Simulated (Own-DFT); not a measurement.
Simulation results for HfO$_{2}$ (monoclinic hafnia, atoms displaced)

Computed with Own-DFT development build. A calculation, not a measurement: plane-wave density functional theory by an unreviewed code, no spin, of a simulated periodic cell, stress positive in tension, run twice, with PBE and with PBEsol, both on files made for PBE, so the change isn't that of files made for PBEsol, hafnium file: forces about 75 meV/angstrom off all-electron values; oxygen file: force components 24 meV/angstrom off all-electron in one glass; forces on such cells passed a denser k mesh, this cell's mesh not checked; the far tail of each file's local potential was reset to the Coulomb form; each entry is a single point on an unrelaxed cell, so the pressure reflects the starting lattice, mostly measured values (interpolated for alloys), from which strain is counted, and rises with the displacements; printed positions are rounded, which can move forces by about a meV/angstrom; the program, named Own-DFT, is a retired in-house code; no spin-orbit coupling; stress was not checked against mesh or cutoff.

```yaml
- formula: HfO2
  kind: "monoclinic hafnia, atoms displaced"
  structure:
    cell_angstrom: [[10.234, 0.0, 0.0], [0.0, 10.35, 0.0], [-1.6955, 0.0, 10.4453]]
    atoms_fractional:
      - [Hf, 0.13079, 0.00918, 0.1133]
      - [Hf, 0.36308, 0.26724, 0.15414]
      - [Hf, 0.34817, 0.48919, 0.39406]
      - [Hf, 0.12179, 0.24103, 0.333]
      - [O, 0.04806, 0.16866, 0.17611]
      - [O, 0.46194, 0.40578, 0.09167]
      - [O, 0.46285, 0.33928, 0.31637]
      - [O, 0.03199, 0.08633, 0.42344]
      - [O, 0.22179, 0.38356, 0.23803]
      - [O, 0.27629, 0.12711, 0.01219]
      - [O, 0.26294, 0.13242, 0.26493]
      - [O, 0.23215, 0.36889, 0.48923]
      - [Hf, 0.13065, 0.02055, 0.60294]
      - [Hf, 0.36557, 0.26779, 0.6493]
      - [Hf, 0.36002, 0.49129, 0.88547]
      - [Hf, 0.14297, 0.23786, 0.84206]
      - [O, 0.05353, 0.17166, 0.68139]
      - [O, 0.44562, 0.4174, 0.56822]
      - [O, 0.47863, 0.33502, 0.82603]
      - [O, 0.0396, 0.08219, 0.92492]
      - [O, 0.22199, 0.37549, 0.7496]
      - [O, 0.26973, 0.12606, 0.51704]
      - [O, 0.28521, 0.11372, 0.75501]
      - [O, 0.24395, 0.36089, 0.98708]
      - [Hf, 0.14006, 0.52327, 0.11903]
      - [Hf, 0.34986, 0.7709, 0.14676]
      - [Hf, 0.36504, 0.99266, 0.3976]
      - [Hf, 0.1503, 0.73414, 0.35492]
      - [O, 0.04174, 0.6431, 0.1692]
      - [O, 0.47148, 0.90727, 0.07078]
      - [O, 0.4754, 0.8383, 0.33121]
      - [O, 0.04103, 0.57776, 0.43113]
      - [O, 0.22357, 0.88861, 0.24836]
      - [O, 0.28435, 0.62048, 0.99752]
      - [O, 0.26847, 0.62455, 0.26286]
      - [O, 0.22734, 0.88305, 0.4906]
      - [Hf, 0.12489, 0.50185, 0.60254]
      - [Hf, 0.35566, 0.76814, 0.64182]
      - [Hf, 0.36625, 0.97269, 0.90456]
      - [Hf, 0.13697, 0.72961, 0.85198]
      - [O, 0.03246, 0.66866, 0.6855]
      - [O, 0.46235, 0.92455, 0.56869]
      - [O, 0.46442, 0.83778, 0.8239]
      - [O, 0.04104, 0.59422, 0.93529]
      - [O, 0.22718, 0.8871, 0.73876]
      - [O, 0.27855, 0.63058, 0.51752]
      - [O, 0.27169, 0.62763, 0.76268]
      - [O, 0.22652, 0.88693, 0.98908]
      - [Hf, 0.62436, 0.01749, 0.10866]
      - [Hf, 0.85186, 0.26395, 0.13989]
      - [Hf, 0.86236, 0.48304, 0.41151]
      - [Hf, 0.64649, 0.22944, 0.35905]
      - [O, 0.54481, 0.16951, 0.17853]
      - [O, 0.9685, 0.40962, 0.08286]
      - [O, 0.95612, 0.34101, 0.31574]
      - [O, 0.5329, 0.08349, 0.42554]
      - [O, 0.73174, 0.37967, 0.239]
      - [O, 0.78924, 0.12578, 0.00229]
      - [O, 0.76954, 0.12061, 0.2678]
      - [O, 0.7317, 0.37721, 0.47814]
      - [Hf, 0.64209, 0.018, 0.60049]
      - [Hf, 0.869, 0.27797, 0.65209]
      - [Hf, 0.87045, 0.47528, 0.89331]
      - [Hf, 0.64951, 0.23366, 0.85225]
      - [O, 0.54204, 0.17084, 0.66906]
      - [O, 0.96509, 0.43447, 0.57407]
      - [O, 0.97429, 0.33506, 0.83677]
      - [O, 0.52538, 0.09244, 0.9242]
      - [O, 0.72197, 0.3716, 0.74754]
      - [O, 0.77343, 0.10302, 0.51528]
      - [O, 0.77647, 0.1227, 0.75601]
      - [O, 0.73139, 0.36556, 0.98958]
      - [Hf, 0.63079, 0.51119, 0.10087]
      - [Hf, 0.86867, 0.77616, 0.14951]
      - [Hf, 0.86096, 0.97296, 0.39206]
      - [Hf, 0.62941, 0.71682, 0.3524]
      - [O, 0.53665, 0.66771, 0.16797]
      - [O, 0.967, 0.9194, 0.07701]
      - [O, 0.96444, 0.82979, 0.32931]
      - [O, 0.54693, 0.58469, 0.42125]
      - [O, 0.72094, 0.88892, 0.22978]
      - [O, 0.77403, 0.63558, 0.02528]
      - [O, 0.78608, 0.60991, 0.26429]
      - [O, 0.71042, 0.87943, 0.48791]
      - [Hf, 0.64206, 0.53505, 0.60257]
      - [Hf, 0.8673, 0.75735, 0.6434]
      - [Hf, 0.84763, 0.97074, 0.89142]
      - [Hf, 0.63847, 0.72532, 0.85726]
      - [O, 0.52827, 0.65815, 0.66149]
      - [O, 0.96465, 0.91983, 0.58254]
      - [O, 0.97147, 0.83577, 0.83955]
      - [O, 0.53797, 0.5911, 0.92666]
      - [O, 0.72141, 0.87416, 0.74132]
      - [O, 0.78333, 0.625, 0.50685]
      - [O, 0.77446, 0.61182, 0.74568]
      - [O, 0.71159, 0.86742, 0.98108]
  settings:
    functional: "PBE, then PBEsol"
    potential_files: "PseudoDojo norm-conserving, scalar-relativistic, standard set"
    "wave_cutoff [hartree]": 72.0
    occupations: Fermi-Dirac
    "smearing_width [eV]": 0.1
    k_mesh: "2 x 2 x 2 centred on Gamma"
  results:
    "PBE_pressure [GPa]": 9.65
    "PBE_stress_xx [GPa]": -10.67
    "PBE_stress_yy [GPa]": -8.51
    "PBE_stress_zz [GPa]": -9.76
    "PBE_stress_yz [GPa]": -0.68
    "PBE_stress_xz [GPa]": -0.73
    "PBE_stress_xy [GPa]": -0.46
    "PBEsol_pressure [GPa]": 3.17
    "PBEsol_stress_xx [GPa]": -4.15
    "PBEsol_stress_yy [GPa]": -2.08
    "PBEsol_stress_zz [GPa]": -3.26
    "PBEsol_stress_yz [GPa]": -0.65
    "PBEsol_stress_xz [GPa]": -0.39
    "PBEsol_stress_xy [GPa]": -0.46
    force_element: [Hf, Hf, Hf, Hf, O, O, O, O, O, O, O, O, Hf, Hf, Hf, Hf, O, O, O, O, O, O, O, O, Hf, Hf, Hf, Hf, O, O, O, O, O, O, O, O, Hf, Hf, Hf, Hf, O, O, O, O, O, O, O, O, Hf, Hf, Hf, Hf, O, O, O, O, O, O, O, O, Hf, Hf, Hf, Hf, O, O, O, O, O, O, O, O, Hf, Hf, Hf, Hf, O, O, O, O, O, O, O, O, Hf, Hf, Hf, Hf, O, O, O, O, O, O, O, O]
    "PBE_force_x [eV/angstrom]": [2.377, -1.036, 2.606, 1.185, -3.645, 2.703, 0.574, -0.958, 0.03, 0.261, 2.267, -2.589, 2.908, 0.757, 0.632, 2.271, -4.018, 3.076, -1.279, -0.991, 1.053, 0.836, -0.431, -0.989, 3.044, 3.435, -0.98, -2.645, -5.315, -1.589, -1.928, 1.179, 0.625, -0.833, 1.891, -0.763, 8.05, 0.712, -0.655, 0.572, 0.97, -0.466, 1.387, -1.37, -0.506, -0.507, 0.529, -1.139, 1.447, 1.251, 0.936, -2.023, -0.871, -0.046, 0.279, 1.249, -1.466, -1.336, 1.506, -1.431, -2.432, -1.089, -0.205, -3.057, -0.137, -5.007, -1.454, 1.715, 2.287, 2.35, 1.228, -0.126, 0.395, -2.019, -0.741, 2.946, -1.083, -2.446, 1.371, -3.085, 1.71, 0.683, -0.933, 1.632, -2.424, -0.986, 2.491, -0.319, -0.259, -1.543, -0.971, -0.93, 0.682, -0.629, 0.628, 0.967]
    "PBE_force_y [eV/angstrom]": [5.075, -1.446, -4.084, -0.775, -0.371, 3.038, 0.722, -0.084, 0.311, -0.619, -1.521, 0.799, 0.495, -1.84, -3.496, -4.778, 1.52, 1.617, 1.529, -0.135, 2.136, 0.64, 1.073, 1.638, -6.026, 0.473, 0.289, 0.672, 7.362, -1.629, -0.331, 1.621, -2.552, 2.338, 1.26, -2.545, 4.078, 3.389, 3.725, 1.705, -2.033, -1.745, -2.012, -1.386, -1.975, -0.087, -0.567, -3.556, 1.819, 0.999, 0.753, -0.072, -0.208, 0.293, 0.048, 1.904, -0.768, -0.317, 0.06, -1.96, -0.53, -3.329, 1.189, -2.696, 0.223, -5.041, 0.716, -0.056, 1.926, 4.453, -0.03, 1.266, 0.168, -1.691, 1.563, 4.172, -0.03, -2.091, -1.139, -2.748, -2.061, -0.706, 1.689, -3.037, -3.925, 4.089, 1.981, 1.678, 1.217, -1.831, -0.539, -1.443, -0.656, 1.626, 0.572, 0.59]
    "PBE_force_z [eV/angstrom]": [-3.573, -2.581, 1.749, 5.003, -3.019, -1.839, 2.875, -0.665, 1.176, 0.811, 0.267, -0.107, 0.369, -0.301, 1.758, 7.006, -3.124, 0.516, 0.045, -0.429, -2.544, -0.776, 0.881, -0.251, -6.133, -0.834, 0.988, 2.568, 3.428, 1.714, -1.564, -0.927, -0.145, 2.877, -0.353, -0.82, 1.108, 1.061, -3.047, 1.429, -1.569, 1.332, -0.514, -0.85, -0.025, -1.847, -1.42, 1.758, -1.874, 0.808, -8.442, -0.997, 0.057, -1.319, 1.254, -0.973, -0.516, 0.853, -0.429, 3.284, 1.886, 0.308, 3.286, 0.326, -0.173, 3.346, -2.114, 0.723, -2.202, -0.805, -0.033, 0.007, 1.683, -0.563, 1.232, -2.345, 0.478, 0.484, -0.335, 1.022, 1.065, -1.884, 0.025, -1.093, -0.57, 0.679, -0.082, -0.543, 1.209, -0.379, -1.101, -0.447, -0.554, 1.22, 2.058, 1.021]
    "PBEsol_force_x [eV/angstrom]": [2.334, -1.009, 2.502, 1.161, -3.54, 2.649, 0.539, -0.935, 0.064, 0.207, 2.151, -2.457, 2.876, 0.75, 0.554, 2.236, -3.916, 2.947, -1.244, -0.957, 1.068, 0.782, -0.49, -0.887, 2.97, 3.381, -0.957, -2.547, -5.175, -1.554, -1.876, 1.146, 0.656, -0.85, 1.769, -0.682, 7.883, 0.67, -0.638, 0.532, 0.921, -0.461, 1.343, -1.318, -0.426, -0.512, 0.479, -1.05, 1.389, 1.209, 0.892, -1.959, -0.831, -0.068, 0.28, 1.226, -1.377, -1.338, 1.392, -1.319, -2.352, -1.079, -0.189, -2.978, -0.141, -4.908, -1.443, 1.668, 2.313, 2.217, 1.128, -0.053, 0.382, -2.009, -0.743, 2.841, -1.048, -2.387, 1.327, -2.975, 1.745, 0.601, -0.975, 1.634, -2.353, -0.958, 2.413, -0.317, -0.227, -1.498, -0.944, -0.898, 0.726, -0.674, 0.562, 1.007]
    "PBEsol_force_y [eV/angstrom]": [5.01, -1.341, -4.07, -0.816, -0.349, 2.967, 0.673, -0.131, 0.308, -0.609, -1.475, 0.84, 0.531, -1.771, -3.429, -4.695, 1.502, 1.587, 1.449, -0.162, 2.058, 0.592, 1.068, 1.594, -5.864, 0.505, 0.241, 0.628, 7.206, -1.548, -0.356, 1.534, -2.518, 2.274, 1.236, -2.488, 4.028, 3.348, 3.613, 1.6, -1.95, -1.669, -1.989, -1.371, -1.936, -0.078, -0.549, -3.452, 1.795, 1.068, 0.723, -0.131, -0.2, 0.3, 0.017, 1.815, -0.774, -0.293, 0.071, -1.896, -0.481, -3.222, 1.071, -2.638, 0.232, -4.904, 0.7, -0.108, 1.844, 4.301, -0.014, 1.216, 0.219, -1.608, 1.527, 4.045, -0.031, -2.032, -1.11, -2.665, -1.984, -0.667, 1.635, -2.915, -3.733, 3.998, 1.9, 1.65, 1.178, -1.774, -0.539, -1.417, -0.628, 1.547, 0.568, 0.564]
    "PBEsol_force_z [eV/angstrom]": [-3.53, -2.509, 1.76, 4.824, -2.882, -1.8, 2.732, -0.599, 1.164, 0.791, 0.249, -0.09, 0.336, -0.281, 1.752, 6.817, -2.993, 0.45, -0.015, -0.361, -2.472, -0.733, 0.842, -0.264, -6.007, -0.798, 1.035, 2.494, 3.381, 1.631, -1.563, -0.83, -0.15, 2.783, -0.337, -0.801, 1.019, 1.053, -2.957, 1.365, -1.479, 1.223, -0.513, -0.804, -0.034, -1.83, -1.354, 1.74, -1.845, 0.803, -8.253, -1.047, 0.112, -1.318, 1.159, -0.892, -0.513, 0.816, -0.401, 3.186, 1.787, 0.388, 3.243, 0.274, -0.116, 3.217, -2.136, 0.756, -2.111, -0.814, -0.028, 0.005, 1.638, -0.532, 1.239, -2.317, 0.526, 0.439, -0.396, 1.068, 1.019, -1.821, 0.043, -1.067, -0.576, 0.708, -0.065, -0.517, 1.194, -0.431, -1.109, -0.399, -0.509, 1.219, 1.961, 0.963]
    "rms_change_of_force_components_from_PBE_to_PBEsol [eV/angstrom]": 0.067
```
